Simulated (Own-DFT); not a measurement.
## Calculated data, Hf36O71 (tetragonal hafnia with one neutral oxygen vacancy, atoms displaced)

A calculation, not a measurement: plane-wave PBE and HSE06 DFT by an unreviewed code, no spin, of a simulated cell at Gamma alone, so results move with cell size and shape, stress positive in tension, energies less offsets, not probed for a lower state with spin; hafnium file: forces about 75 meV/angstrom off all-electron values; oxygen file: force components 24 meV/angstrom off all-electron in a glass; k mesh not checked against a denser one; forces and stress are PBE's, HSE06 gives the energy alone, and its difference from PBE has offsets of its own; offsets are fitted by least squares, one for each functional and potential file, so energies compare only between cells with the same atoms and settings and are not formation energies; the far tail of each file's local potential was reset to the Coulomb form; each entry is a single point on an unrelaxed cell, so the pressure reflects the starting lattice, taken from the Materials Project, from which strain is counted, and rises with the displacements; printed positions are rounded, which can move forces by about a meV/angstrom; the program is a retired in-house code; no spin-orbit coupling. Program: Own-DFT development build.

Settings shared by all entries: first functional PBE; second functional HSE06; exact exchange share 0.25; screening 0.11 1/bohr; exchange divergence Gygi-Baldereschi; potential files PseudoDojo norm-conserving, scalar-relativistic, made for PBE, standard set; wave cutoff 48 hartree; occupations fixed; k mesh 1 x 1 x 1 centred on Gamma.

```yaml
- entry: 1
  formula: Hf36O71
  kind: "tetragonal hafnia with one neutral oxygen vacancy, atoms displaced"
  structure:
    cell_angstrom: [[10.78, 0.0, 0.0], [0.0, 10.78, 0.0], [0.0, 0.0, 10.4493]]
    atoms_fractional:
      - [Hf, 0.99702, 0.99486, 0.00145]
      - [Hf, 0.16192, 0.16182, 0.2523]
      - [O, 0.99728, 0.17928, 0.14805]
      - [O, 0.16772, 0.99702, 0.35498]
      - [O, 0.00224, 0.16366, 0.40423]
      - [O, 0.1657, 0.99293, 0.09935]
      - [Hf, 0.00179, 0.99839, 0.5007]
      - [Hf, 0.16614, 0.16948, 0.75587]
      - [O, 0.99926, 0.1629, 0.65311]
      - [O, 0.17184, 0.0078, 0.84338]
      - [O, 0.99828, 0.16468, 0.89894]
      - [O, 0.16597, 0.99707, 0.59214]
      - [Hf, 0.99336, 0.33698, 0.00363]
      - [Hf, 0.16856, 0.5034, 0.25355]
      - [O, 0.0061, 0.50423, 0.155]
      - [O, 0.16435, 0.33162, 0.35603]
      - [O, 0.99675, 0.50074, 0.40743]
      - [O, 0.16691, 0.33343, 0.09858]
      - [Hf, 0.00013, 0.3384, 0.50865]
      - [Hf, 0.16268, 0.49865, 0.74745]
      - [O, 0.99039, 0.50404, 0.65379]
      - [O, 0.16917, 0.32986, 0.8421]
      - [O, 0.99433, 0.50468, 0.90325]
      - [O, 0.1625, 0.33583, 0.59692]
      - [Hf, 0.00789, 0.67446, 0.00201]
      - [Hf, 0.1728, 0.83567, 0.25182]
      - [O, 0.99388, 0.83653, 0.15638]
      - [O, 0.16708, 0.66411, 0.35264]
      - [O, 0.00917, 0.83964, 0.40345]
      - [O, 0.17317, 0.66533, 0.10221]
      - [Hf, 0.0036, 0.66669, 0.5021]
      - [Hf, 0.1762, 0.83213, 0.74798]
      - [O, 0.00167, 0.83491, 0.64387]
      - [O, 0.17573, 0.66733, 0.84576]
      - [O, 0.9991, 0.8277, 0.90259]
      - [O, 0.16681, 0.67193, 0.60651]
      - [Hf, 0.33236, 0.99796, 0.00336]
      - [Hf, 0.50175, 0.16054, 0.24928]
      - [O, 0.32853, 0.16927, 0.15519]
      - [O, 0.5008, 0.99992, 0.344]
      - [O, 0.33646, 0.17036, 0.40784]
      - [O, 0.50123, 0.0009, 0.10077]
      - [Hf, 0.32425, 0.00319, 0.49443]
      - [Hf, 0.4931, 0.1735, 0.74214]
      - [O, 0.33599, 0.16725, 0.64566]
      - [O, 0.50817, 0.00627, 0.84511]
      - [O, 0.33122, 0.16746, 0.9083]
      - [O, 0.4975, 0.00071, 0.59895]
      - [Hf, 0.33486, 0.33503, 0.99337]
      - [Hf, 0.49894, 0.49452, 0.2408]
      - [O, 0.33612, 0.49401, 0.1543]
      - [O, 0.50456, 0.32359, 0.35373]
      - [O, 0.32555, 0.5011, 0.40227]
      - [O, 0.49609, 0.33716, 0.09874]
      - [Hf, 0.33173, 0.32723, 0.50693]
      - [Hf, 0.50236, 0.49327, 0.75387]
      - [O, 0.32987, 0.49609, 0.64809]
      - [O, 0.50283, 0.34276, 0.84332]
      - [O, 0.33608, 0.50308, 0.90418]
      - [O, 0.5032, 0.32882, 0.60417]
      - [Hf, 0.33514, 0.66177, 0.99475]
      - [Hf, 0.5034, 0.8349, 0.2582]
      - [O, 0.335, 0.83961, 0.14941]
      - [O, 0.49264, 0.66001, 0.3515]
      - [O, 0.33109, 0.83532, 0.40077]
      - [O, 0.49671, 0.65642, 0.09267]
      - [Hf, 0.32994, 0.66704, 0.50286]
      - [Hf, 0.49329, 0.84108, 0.75349]
      - [O, 0.33139, 0.83337, 0.65207]
      - [O, 0.49026, 0.6606, 0.84767]
      - [O, 0.33347, 0.83657, 0.90403]
      - [O, 0.50117, 0.65885, 0.58832]
      - [Hf, 0.66885, 0.00056, 0.99571]
      - [Hf, 0.83249, 0.16788, 0.2541]
      - [O, 0.66364, 0.16372, 0.15697]
      - [O, 0.83486, 0.99201, 0.34745]
      - [O, 0.67219, 0.16762, 0.40725]
      - [O, 0.83096, 0.99762, 0.09619]
      - [Hf, 0.6655, 0.00471, 0.4993]
      - [Hf, 0.833, 0.17054, 0.74152]
      - [O, 0.66452, 0.16604, 0.64989]
      - [O, 0.83528, 0.99378, 0.84779]
      - [O, 0.66888, 0.16526, 0.90414]
      - [O, 0.83024, 0.99867, 0.59665]
      - [Hf, 0.66818, 0.32784, 0.00828]
      - [Hf, 0.84026, 0.50623, 0.25187]
      - [O, 0.66195, 0.50146, 0.15043]
      - [O, 0.83276, 0.32588, 0.35551]
      - [O, 0.66132, 0.50535, 0.4042]
      - [O, 0.82376, 0.33869, 0.10152]
      - [Hf, 0.66643, 0.33548, 0.49792]
      - [Hf, 0.83114, 0.49843, 0.74718]
      - [O, 0.66469, 0.50276, 0.65299]
      - [O, 0.82573, 0.34503, 0.85023]
      - [O, 0.6714, 0.50598, 0.89674]
      - [O, 0.83513, 0.32691, 0.60442]
      - [Hf, 0.66488, 0.66746, 0.99804]
      - [Hf, 0.84291, 0.83352, 0.24093]
      - [O, 0.67503, 0.8297, 0.15363]
      - [O, 0.83195, 0.66438, 0.3474]
      - [O, 0.66965, 0.8305, 0.40716]
      - [O, 0.83611, 0.67353, 0.09859]
      - [Hf, 0.66034, 0.66184, 0.49859]
      - [Hf, 0.83832, 0.84353, 0.75126]
      - [O, 0.66915, 0.82283, 0.65112]
      - [O, 0.66353, 0.83745, 0.90352]
      - [O, 0.83326, 0.6677, 0.59526]
  results:
    "PBE_energy_of_cell_above_offsets [eV]": "-97.355"
    "HSE06_less_PBE_above_offsets [eV]": "0.007"
    "PBE_pressure [GPa]": 2.34
    "PBE_stress_xx [GPa]": -1.89
    "PBE_stress_yy [GPa]": -2.43
    "PBE_stress_zz [GPa]": -2.69
    "PBE_stress_yz [GPa]": -0.59
    "PBE_stress_xz [GPa]": 0.63
    "PBE_stress_xy [GPa]": 0.02
    force_element: [Hf, Hf, O, O, O, O, Hf, Hf, O, O, O, O, Hf, Hf, O, O, O, O, Hf, Hf, O, O, O, O, Hf, Hf, O, O, O, O, Hf, Hf, O, O, O, O, Hf, Hf, O, O, O, O, Hf, Hf, O, O, O, O, Hf, Hf, O, O, O, O, Hf, Hf, O, O, O, O, Hf, Hf, O, O, O, O, Hf, Hf, O, O, O, O, Hf, Hf, O, O, O, O, Hf, Hf, O, O, O, O, Hf, Hf, O, O, O, O, Hf, Hf, O, O, O, O, Hf, Hf, O, O, O, O, Hf, Hf, O, O, O]
    "force_x [eV/angstrom]": [-0.206, 0.074, -0.159, 0.488, -0.068, -0.833, -1.242, -0.652, 0.648, -0.173, -0.147, 0.596, 0.682, 1.41, -1.195, -0.112, -0.028, -0.304, -0.337, 0.337, 2.539, -0.059, 0.688, 0.366, -1.321, -0.046, 4.434, -0.33, -0.099, -0.385, -1.655, -2.012, 0.306, -0.393, 0.321, -0.23, 0.62, -1.354, 0.423, 0.037, -0.427, 0.004, 1.264, 1.804, -1.724, -0.852, 0.596, -0.343, -0.964, 0.167, -1.438, 0.082, 0.127, 0.661, 0.234, 0.027, -0.06, -0.458, -0.747, -0.489, 0.493, 0.861, 0.385, 0.072, 0.02, 0.184, 1.366, 2.546, 0.938, 0.296, 0.096, -2.038, -0.942, 0.219, 1.012, -0.032, -0.069, 1.022, 0.168, -0.356, -0.021, 0.166, 0.333, 0.3, -0.929, -1.102, 1.574, 0.062, 0.578, 1.912, -0.228, -1.469, 0.359, 0.612, -0.265, -0.528, 0.56, -4.049, -1.996, 0.813, -1.211, 0.415, 1.442, -1.109, -0.989, -0.179, 0.614]
    "force_y [eV/angstrom]": [1.054, 2.054, -0.853, 0.944, 0.429, 0.328, -0.059, -0.785, 0.184, -1.786, 0.549, 0.318, -0.395, -1.515, -0.395, -0.264, -0.298, 0.232, -1.124, 0.62, -0.582, 1.679, -0.096, -0.056, -2.165, -0.844, 0.016, 1.082, -1.776, 0.505, 1.386, 0.28, 0.258, -0.245, 1.683, -0.569, 0.408, 1.039, -0.666, 0.068, -1.283, -0.005, -0.257, -0.822, 0.235, -0.092, 0.012, -0.183, 0.209, 0.452, 0.186, 1.066, -0.834, -0.696, 2.227, 3.528, -0.078, -3.476, -1.811, 0.258, 0.944, -1.574, -0.063, 1.18, -0.177, 0.659, -1.207, -0.938, -0.014, 1.629, 0.031, 0.433, -0.386, -0.908, 0.54, 1.708, -0.412, 0.465, -1.979, -0.015, -0.056, 2.45, 0.87, 0.556, 1.258, -0.343, -0.01, 1.694, -2.515, -0.224, 0.416, 2.586, -0.81, -2.718, -0.377, 0.174, 0.012, -0.745, 0.115, 0.596, 0.776, -1.023, 2.042, -3.55, 0.988, -0.897, -0.462]
    "force_z [eV/angstrom]": [-0.714, 0.048, 0.585, -1.159, -0.301, 0.132, 0.119, -1.246, 0.13, 0.623, 0.622, 1.043, -0.094, 0.303, -0.103, -0.977, -0.465, -0.975, -1.809, -0.063, -0.571, 0.862, 0.27, 1.093, 0.081, 0.268, -2.163, -0.149, -0.645, 0.015, 0.372, 0.017, 1.474, 0.485, -0.311, -0.347, 0.544, -0.024, 0.385, 1.001, -0.928, -0.673, 0.672, 0.669, 0.73, 0.121, -1.058, -0.391, 2.01, 1.95, -0.56, -0.477, 0.525, -0.488, -1.198, -2.058, 0.983, 1.988, -0.76, -0.502, 0.666, -0.788, 0.73, -1.379, -0.115, 0.499, -0.808, -0.654, -0.409, -0.45, -0.685, 1.248, 0.5, 0.691, -0.508, -0.341, -0.804, -0.004, 0.538, 1.104, 0.466, 0.839, -0.02, 0.388, -1.602, 0.083, 0.114, -0.479, -0.866, 0.559, -0.053, 0.985, -0.451, 0.414, 0.836, -0.125, 0.044, 3.057, 0.025, -0.468, -0.57, -0.929, 0.905, -2.188, 1.47, -0.138, -0.241]
- entry: 2
  formula: Hf36O71
  kind: "tetragonal hafnia with one neutral oxygen vacancy, atoms displaced"
  structure:
    cell_angstrom: [[10.78, 0.0, 0.0], [0.0, 10.78, 0.0], [0.0, 0.0, 10.4493]]
    atoms_fractional:
      - [Hf, 0.00054, 0.99691, 0.99267]
      - [Hf, 0.16847, 0.17455, 0.25735]
      - [O, 0.00456, 0.16245, 0.1547]
      - [O, 0.16475, 0.98925, 0.34361]
      - [O, 0.00248, 0.16761, 0.39969]
      - [O, 0.17202, 0.01319, 0.10834]
      - [Hf, 0.99912, 0.00206, 0.50648]
      - [Hf, 0.16481, 0.1786, 0.75199]
      - [O, 0.99907, 0.15838, 0.65499]
      - [O, 0.1635, 0.99519, 0.83832]
      - [O, 0.99383, 0.16536, 0.89936]
      - [O, 0.17028, 0.00091, 0.60118]
      - [Hf, 0.99893, 0.3342, 0.00509]
      - [Hf, 0.16985, 0.49335, 0.2459]
      - [O, 0.00135, 0.49443, 0.15279]
      - [O, 0.16237, 0.33526, 0.3476]
      - [O, 0.99725, 0.49684, 0.40163]
      - [O, 0.16532, 0.32968, 0.09978]
      - [Hf, 0.99328, 0.33099, 0.49875]
      - [Hf, 0.16839, 0.50457, 0.75204]
      - [O, 0.99874, 0.49865, 0.64588]
      - [O, 0.16873, 0.3366, 0.84742]
      - [O, 0.00183, 0.50294, 0.90314]
      - [O, 0.16969, 0.33071, 0.59866]
      - [Hf, 0.00669, 0.65881, 0.99926]
      - [Hf, 0.15833, 0.8266, 0.24584]
      - [O, 0.99914, 0.83494, 0.14834]
      - [O, 0.16621, 0.66525, 0.34646]
      - [O, 0.99595, 0.83777, 0.40491]
      - [O, 0.16734, 0.67001, 0.09627]
      - [Hf, 0.00373, 0.67347, 0.49777]
      - [Hf, 0.16952, 0.83649, 0.74652]
      - [O, 0.99044, 0.83002, 0.65103]
      - [O, 0.16094, 0.66865, 0.84625]
      - [O, 0.00061, 0.83717, 0.89793]
      - [O, 0.16552, 0.67235, 0.59792]
      - [Hf, 0.33377, 0.00174, 0.99222]
      - [Hf, 0.49776, 0.16699, 0.24545]
      - [O, 0.33048, 0.17645, 0.15228]
      - [O, 0.50148, 0.00643, 0.34557]
      - [O, 0.33685, 0.16165, 0.39888]
      - [O, 0.5086, 0.99859, 0.10027]
      - [Hf, 0.32467, 0.00379, 0.50033]
      - [Hf, 0.49738, 0.1682, 0.74183]
      - [O, 0.33204, 0.16702, 0.64986]
      - [O, 0.50277, 0.00679, 0.84034]
      - [O, 0.33092, 0.16516, 0.9031]
      - [Hf, 0.32847, 0.33242, 0.99764]
      - [Hf, 0.49638, 0.49622, 0.2497]
      - [O, 0.34011, 0.50192, 0.14709]
      - [O, 0.50862, 0.3429, 0.34477]
      - [O, 0.33147, 0.51069, 0.39709]
      - [O, 0.49745, 0.33058, 0.09079]
      - [Hf, 0.33567, 0.33136, 0.49527]
      - [Hf, 0.49514, 0.50026, 0.75277]
      - [O, 0.33903, 0.49866, 0.65346]
      - [O, 0.50067, 0.32544, 0.84936]
      - [O, 0.33037, 0.49711, 0.90292]
      - [O, 0.49209, 0.33473, 0.59608]
      - [Hf, 0.33768, 0.66186, 0.00059]
      - [Hf, 0.50492, 0.83604, 0.24468]
      - [O, 0.32822, 0.83519, 0.15513]
      - [O, 0.49414, 0.66561, 0.35046]
      - [O, 0.3365, 0.83083, 0.3909]
      - [O, 0.49124, 0.67578, 0.09792]
      - [Hf, 0.33131, 0.66546, 0.50336]
      - [Hf, 0.49708, 0.83463, 0.74711]
      - [O, 0.33471, 0.82884, 0.65387]
      - [O, 0.49723, 0.66627, 0.85787]
      - [O, 0.326, 0.82789, 0.90689]
      - [O, 0.49982, 0.66737, 0.59112]
      - [Hf, 0.66849, 0.00451, 0.99704]
      - [Hf, 0.83133, 0.16478, 0.2494]
      - [O, 0.67096, 0.16558, 0.15641]
      - [O, 0.8351, 0.9953, 0.34033]
      - [O, 0.67094, 0.17164, 0.40239]
      - [O, 0.83332, 0.00066, 0.09393]
      - [Hf, 0.67012, 0.99186, 0.50317]
      - [Hf, 0.83437, 0.17055, 0.75391]
      - [O, 0.6688, 0.16856, 0.65865]
      - [O, 0.83313, 0.0009, 0.83938]
      - [O, 0.6758, 0.16548, 0.90823]
      - [O, 0.83121, 0.9981, 0.60237]
      - [Hf, 0.67557, 0.33615, 0.99942]
      - [Hf, 0.82185, 0.50434, 0.2482]
      - [O, 0.66794, 0.51045, 0.15056]
      - [O, 0.83524, 0.33433, 0.34768]
      - [O, 0.67239, 0.4983, 0.40547]
      - [O, 0.83009, 0.32609, 0.0967]
      - [Hf, 0.67173, 0.33902, 0.50306]
      - [Hf, 0.83057, 0.50051, 0.7544]
      - [O, 0.6598, 0.50333, 0.65014]
      - [O, 0.83359, 0.33636, 0.84099]
      - [O, 0.67369, 0.49609, 0.90868]
      - [O, 0.82145, 0.34224, 0.59651]
      - [Hf, 0.66743, 0.66425, 0.00288]
      - [Hf, 0.83536, 0.83059, 0.26046]
      - [O, 0.66781, 0.84038, 0.15253]
      - [O, 0.83602, 0.67087, 0.34283]
      - [O, 0.66275, 0.83726, 0.4068]
      - [O, 0.83349, 0.66296, 0.10405]
      - [Hf, 0.67063, 0.66735, 0.49815]
      - [Hf, 0.82831, 0.83415, 0.74432]
      - [O, 0.65653, 0.83524, 0.64569]
      - [O, 0.83861, 0.66145, 0.84481]
      - [O, 0.67113, 0.83729, 0.89935]
      - [O, 0.83587, 0.67307, 0.60002]
  results:
    "PBE_stress_xx [GPa]": null
```

## Withheld values
1. Give the missing PBE stress xx for Hf36O71 (tetragonal hafnia with one neutral oxygen vacancy, atoms displaced) (entry 2).

## Answers
1. -1.38 GPa

Further results for Hf36O71 (tetragonal hafnia with one neutral oxygen vacancy, atoms displaced) (entry 2):

| Property | Result |
| --- | --- |
| PBE energy of cell above offsets | -96.995 eV |
| HSE06 less PBE above offsets | 0.090 eV |
| PBE pressure | 2.26 GPa |
| PBE stress yy | -2.72 GPa |
| PBE stress zz | -2.68 GPa |
| PBE stress yz | -0.3 GPa |
| PBE stress xz | -1.27 GPa |
| PBE stress xy | -0.07 GPa |

Force:
```
element  x (eV/Å)  y (eV/Å)  z (eV/Å)
     Hf     0.169     0.199     1.843
     Hf    -0.775    -3.621    -1.821
      O    -0.836     1.109     -0.05
      O    -0.064     1.989     1.381
      O    -0.022    -0.504     1.068
      O    -0.144    -0.736    -2.682
     Hf     0.362    -0.021    -0.747
     Hf     0.242    -1.764    -0.654
      O     -0.01     0.864    -0.635
      O     0.452     2.017     1.172
      O     0.637     1.188     0.306
      O    -1.316    -0.435    -0.346
     Hf     -0.01    -0.742     0.174
     Hf    -0.482     1.717     0.683
      O    -0.456     0.011    -0.377
      O     0.742     0.607     0.822
      O     0.171     0.614     0.337
      O    -0.017     0.742    -0.145
     Hf     0.092     1.703    -0.236
     Hf    -0.789      0.18    -1.033
      O     0.333    -0.199     1.346
      O    -0.376     0.333      0.67
      O     0.131    -1.942    -0.376
      O    -0.413    -0.203    -0.286
     Hf    -1.054     2.516     0.313
     Hf      2.29     1.138     0.019
      O    -0.756    -0.187       0.1
      O     -0.96    -0.563       0.1
      O    -0.064    -0.515    -0.138
      O     0.014    -0.905    -0.033
     Hf    -0.317     -1.57     0.233
     Hf     -1.36     -0.91     0.384
      O       2.1      0.59    -0.347
      O     0.119    -0.545    -0.139
      O    -0.177     -1.35     0.243
      O     0.011    -0.365     0.292
     Hf    -0.733    -1.369     2.432
     Hf     0.947    -0.219     0.204
      O     0.844     0.089     0.123
      O      0.29    -0.619     0.226
      O    -0.551     1.683     0.105
      O    -1.984     0.608    -0.861
     Hf     1.822    -2.046     -1.51
     Hf     0.648     0.087     0.004
      O     -0.34     -0.32    -0.208
      O    -0.533    -1.125     0.014
      O    -0.585     0.516    -0.734
     Hf     1.381    -0.854     0.656
     Hf      0.22     2.146     0.144
      O    -1.525    -0.538    -0.002
      O    -1.096    -1.813     0.413
      O    -0.219    -2.765     0.134
      O     1.085     0.441      0.31
     Hf    -0.286     0.584      0.33
     Hf      0.93     -0.47      0.02
      O    -1.693     0.504    -0.152
      O     -0.07      1.52    -0.641
      O    -0.095      0.27     -0.72
      O       1.1    -0.224    -0.068
     Hf    -0.836     1.283     0.334
     Hf    -2.433     0.003     0.994
      O     0.673     0.162    -0.665
      O     1.477    -0.346    -0.996
      O    -0.179     0.423     2.526
      O      2.51    -0.203     0.329
     Hf     1.079     1.829    -1.851
     Hf     0.416     0.083      0.55
      O    -0.051     0.497     -0.31
      O     0.366    -0.513    -1.148
      O     0.368     1.188    -0.894
      O     0.241    -0.038     1.127
     Hf     0.907    -1.045     0.757
     Hf     0.555      -0.3     0.138
      O    -1.201     0.266    -0.401
      O    -0.091     1.283     1.542
      O     0.185     -0.66     0.833
      O     0.468      0.34    -0.513
     Hf    -1.688     2.568    -0.303
     Hf    -0.692    -1.443    -0.033
      O    -0.548    -0.105    -0.342
      O     0.176    -0.024     0.476
      O     0.228     1.438    -0.488
      O     0.228    -0.092    -0.923
     Hf    -2.553    -2.083    -0.064
     Hf     2.572    -0.405     1.149
      O    -1.775    -0.588    -0.228
      O     0.067     0.003     -0.24
      O     0.536      1.39     -0.97
      O     1.325     0.732      0.33
     Hf    -2.544    -1.666    -1.287
     Hf      0.27     0.677    -1.938
      O      0.44     0.156     0.975
      O     0.282    -0.009     1.365
      O    -0.218     1.217    -0.918
      O     3.355    -0.563     1.076
     Hf    -0.016     1.548     0.042
     Hf     0.029     1.519    -3.396
      O     0.934    -1.162     0.198
      O    -0.479     -1.68     1.776
      O     0.496    -1.453    -1.065
      O      0.29    -0.116    -1.053
     Hf    -1.211    -0.292     0.538
     Hf    -0.024    -0.222      1.16
      O     0.864     0.301     0.329
      O    -0.591     1.103     0.657
      O    -0.245    -1.173      0.03
      O    -0.988    -0.353    -0.864
```
